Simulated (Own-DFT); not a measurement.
Ti5Si3 (Ti5Si3 crystal, atoms displaced) (calculated)

All values are calculated (Own-DFT development build). A calculation, not a measurement: plane-wave PBEsol density functional theory by an unreviewed code, no spin, of a simulated periodic cell, stress positive in tension, free energy of the whole cell less one offset for each atom, forces on such cells passed a denser k mesh, this cell's mesh not checked; offsets are fitted by least squares, one for each functional and potential file, so energies compare only between cells with the same atoms and settings and are not formation energies; the far tail of each file's local potential was reset to the Coulomb form; each entry is a single point on an unrelaxed cell, so the pressure reflects the starting lattice, taken from the Materials Project, from which strain is counted, and rises with the displacements; printed positions are rounded, which can move forces by about a meV/angstrom; the program is a retired in-house code; no spin-orbit coupling.

Common to all runs: functional PBEsol; potential files PseudoDojo norm-conserving, scalar-relativistic, made for PBE, standard set; wave cutoff 42 hartree; occupations cold (Marzari-Vanderbilt); smearing width 0.2 eV; k mesh 4 x 4 x 4 centred on Gamma.

(1) Ti5Si3 (Ti5Si3 crystal, atoms displaced)

```
CELL_PARAMETERS angstrom
7.44710 0.00000 -5.11500
3.72350 6.44940 5.11500
3.72350 -6.44940 5.11500
ATOMIC_POSITIONS crystal
Ti 0.00676 0.32659 0.65566
Ti 0.14346 0.50994 0.14068
Ti 0.35597 0.35288 0.01904
Ti 0.82552 0.49505 0.80885
Ti 0.06395 0.17146 0.16426
Ti 0.84249 0.41791 0.15122
Ti 0.46682 0.50582 0.74694
Ti 0.83055 0.17725 0.92451
Ti 0.17759 0.58515 0.87037
Ti 0.24876 0.50102 0.50147
Si 0.31888 0.27578 0.30456
Si 0.93865 0.65407 0.04339
Si 0.61876 0.36820 0.95739
Si 0.72683 0.28200 0.66336
Si 0.04097 0.34240 0.96408
Si 0.98650 0.42349 0.39223
Ti 0.66775 0.67276 0.01264
Ti 0.86140 0.83943 0.49857
Ti 0.03401 0.67185 0.35230
Ti 0.48850 0.86427 0.17995
Ti 0.76019 0.48608 0.46740
Ti 0.49541 0.80075 0.52561
Ti 0.18196 0.81646 0.07434
Ti 0.48326 0.50483 0.23063
Ti 0.82556 0.89930 0.19608
Ti 0.91143 0.84266 0.82271
Si 0.99902 0.60838 0.63054
Si 0.63287 0.99635 0.37652
Si 0.28151 0.71692 0.30795
Si 0.39894 0.61838 0.99552
Si 0.69488 0.67986 0.28689
Si 0.67429 0.69749 0.70076
Ti 0.35728 0.00959 0.32311
Ti 0.51705 0.18793 0.84821
Ti 0.68771 0.02543 0.68382
Ti 0.15330 0.19332 0.48759
Ti 0.40890 0.85928 0.83036
Ti 0.18787 0.08361 0.85279
Ti 0.84936 0.17138 0.43112
Ti 0.17609 0.82871 0.60310
Ti 0.50881 0.23245 0.50228
Ti 0.57380 0.16374 0.16838
Si 0.65043 0.95213 0.98643
Si 0.29027 0.29106 0.72521
Si 0.95882 0.05829 0.67526
Si 0.06233 0.96940 0.34049
Si 0.34500 0.02648 0.60788
Si 0.36093 0.03472 0.05649
```

| Quantity | Value |
| --- | --- |
| free energy of cell above offsets | 13.165 eV |
| pressure | 4.44 GPa |
| stress xx | -3.45 GPa |
| stress yy | -4 GPa |
| stress zz | -5.88 GPa |
| stress yz | -0.42 GPa |
| stress xz | 0.73 GPa |
| stress xy | -1.97 GPa |

Force:
```tsv
element	x (eV/Å)	y (eV/Å)	z (eV/Å)
Ti	1.045	-0.34	2.172
Ti	3.397	-2.577	0.321
Ti	-3.281	-1.095	-0.334
Ti	1.493	-1.389	1.166
Ti	0.944	-0.226	-0.235
Ti	-0.995	-0.336	1.253
Ti	1.375	0.836	-1.322
Ti	-0.571	-0.592	-0.854
Ti	-3.427	2.405	-1.024
Ti	0.198	-0.266	-0.381
Si	0.666	3.332	-0.315
Si	0.693	1.042	0.461
Si	5.702	0.703	3.019
Si	0.25	0.54	1.509
Si	-0.485	1.575	-1.943
Si	1.031	-1.668	-5.086
Ti	-1.18	0.817	-1.076
Ti	-0.656	-0.614	1.63
Ti	-2.453	1.943	2.129
Ti	-0.019	-4.065	-4.784
Ti	-1.401	-1.172	4.56
Ti	-1.327	0.275	-1.596
Ti	-0.119	1.097	1.367
Ti	1.5	-1.193	0.172
Ti	1.092	1.81	-1.141
Ti	0.033	-1.703	0.179
Si	0.298	1	0.225
Si	1.235	-0.945	0.572
Si	2.655	-0.853	-0.575
Si	1.136	0.545	1.815
Si	0.737	-0.664	0.104
Si	0.767	0.615	0.84
Ti	-1.266	-1.982	3.423
Ti	-4.952	-1.427	-3.028
Ti	-3.049	-2.052	-1.512
Ti	-0.169	-1.87	-1.009
Ti	0.206	-1.233	-1.218
Ti	-2.036	-0.045	0.827
Ti	-0.961	0.771	-0.85
Ti	-1.294	-0.003	-0.102
Ti	0.323	0.498	0.606
Ti	2.061	1.21	0.652
Si	0.108	2.475	-1.325
Si	0.359	2.291	0.545
Si	0.33	0.283	-1.223
Si	-0.659	-1.233	-0.48
Si	2.371	-0.505	0.395
Si	-1.704	3.984	1.473
```

(2) Ti5Si3 (Ti5Si3 crystal, atoms displaced)

```
CELL_PARAMETERS angstrom
7.44710 0.00000 -5.11500
3.72350 6.44940 5.11500
3.72350 -6.44940 5.11500
ATOMIC_POSITIONS crystal
Ti 0.01244 0.32658 0.65510
Ti 0.16565 0.50159 0.15500
Ti 0.33580 0.33286 0.98345
Ti 0.84029 0.50523 0.86026
Ti 0.07988 0.14637 0.18704
Ti 0.84484 0.39972 0.18757
Ti 0.48022 0.51725 0.75169
Ti 0.83837 0.19146 0.93454
Ti 0.15886 0.58591 0.84165
Ti 0.23836 0.48217 0.51644
Si 0.30021 0.28384 0.28355
Si 0.94313 0.64543 0.04536
Si 0.60154 0.40279 0.97681
Si 0.70516 0.28358 0.65887
Si 0.03939 0.36525 0.94655
Si 0.03076 0.35259 0.37179
Ti 0.67935 0.67097 0.00611
Ti 0.83204 0.82576 0.48379
Ti 0.01407 0.64985 0.33847
Ti 0.51338 0.82642 0.15097
Ti 0.74667 0.52638 0.51892
Ti 0.50393 0.73983 0.51196
Ti 0.17603 0.83239 0.09400
Ti 0.54413 0.49362 0.22867
Ti 0.83487 0.93555 0.15712
Ti 0.93577 0.84587 0.83684
Si 0.98527 0.64100 0.60517
Si 0.62525 0.04057 0.39469
Si 0.31812 0.70636 0.32593
Si 0.38526 0.59508 0.02840
Si 0.72996 0.68862 0.31468
Si 0.64958 0.70786 0.69963
Ti 0.31729 0.00687 0.33848
Ti 0.50556 0.14775 0.83322
Ti 0.65685 0.00172 0.64389
Ti 0.17067 0.17901 0.47073
Ti 0.39462 0.78784 0.80758
Ti 0.15851 0.07454 0.80986
Ti 0.80200 0.15903 0.40978
Ti 0.14369 0.83721 0.58438
Ti 0.50692 0.27038 0.50586
Ti 0.56244 0.18685 0.14686
Si 0.67084 0.95149 0.93382
Si 0.28483 0.33109 0.70289
Si 0.91606 0.04027 0.64645
Si 0.05527 0.97443 0.36925
Si 0.41056 0.99725 0.61755
Si 0.31707 0.05381 0.02011
```

| Item | Value |
| --- | --- |
| free energy of cell above offsets | 16.989 eV |
| pressure | 5.51 GPa |
| stress xx | -9.07 GPa |
| stress yy | -4.41 GPa |
| stress zz | -3.07 GPa |
| stress yz | 0.39 GPa |
| stress xz | 0.36 GPa |
| stress xy | 0.74 GPa |

Force:
```tsv
element	x (eV/Å)	y (eV/Å)	z (eV/Å)
Ti	-0.707	-0.155	2.159
Ti	0.411	-0.939	0.757
Ti	-1.019	-1.208	0.664
Ti	-3.756	2.752	-1.731
Ti	-1.001	4.147	-1.121
Ti	-1.573	2.018	0.298
Ti	-0.614	-0.914	-1.785
Ti	-2.289	-0.3	-0.766
Ti	0.325	0.566	-0.619
Ti	0.492	4.719	0.255
Si	2.424	2.636	-1.652
Si	3.701	-0.105	1.04
Si	0.472	-0.895	-1.774
Si	3.275	-1.183	0.668
Si	0.869	-2.276	-1.834
Si	-0.961	2.599	2.555
Ti	-1.155	0.582	0.901
Ti	2.675	0.385	2.96
Ti	0.154	1.204	-0.145
Ti	0.468	0.507	1.778
Ti	-0.864	-1.706	-2.01
Ti	-2.068	2.556	-0.537
Ti	-0.948	-0.752	0.058
Ti	-0.568	-1.648	2.373
Ti	0.334	-1.151	0.057
Ti	-0.805	-0.849	-0.117
Si	-0.194	-4.135	0.236
Si	-11.52	-1.833	-1.932
Si	-1.933	0.098	0.326
Si	0.732	2.588	0.342
Si	-4.413	2.357	-2.616
Si	5.1	-1.737	0.588
Ti	1.05	-0.067	-3.455
Ti	0.386	1.628	1.554
Ti	2.49	-3.065	0.119
Ti	2.499	-6.278	1.816
Ti	1.648	0.724	2.267
Ti	-0.151	0.64	0.464
Ti	10.33	4.077	-1.487
Ti	2.675	0.79	-0.866
Ti	-2.878	1.117	0.49
Ti	0.335	-1.892	-0.792
Si	-0.116	-0.342	0.146
Si	0.411	-3.367	-0.335
Si	3.024	0.911	-0.573
Si	-4.528	-1.926	-0.634
Si	-3.762	0.985	2.199
Si	1.536	-1.865	-0.287
```
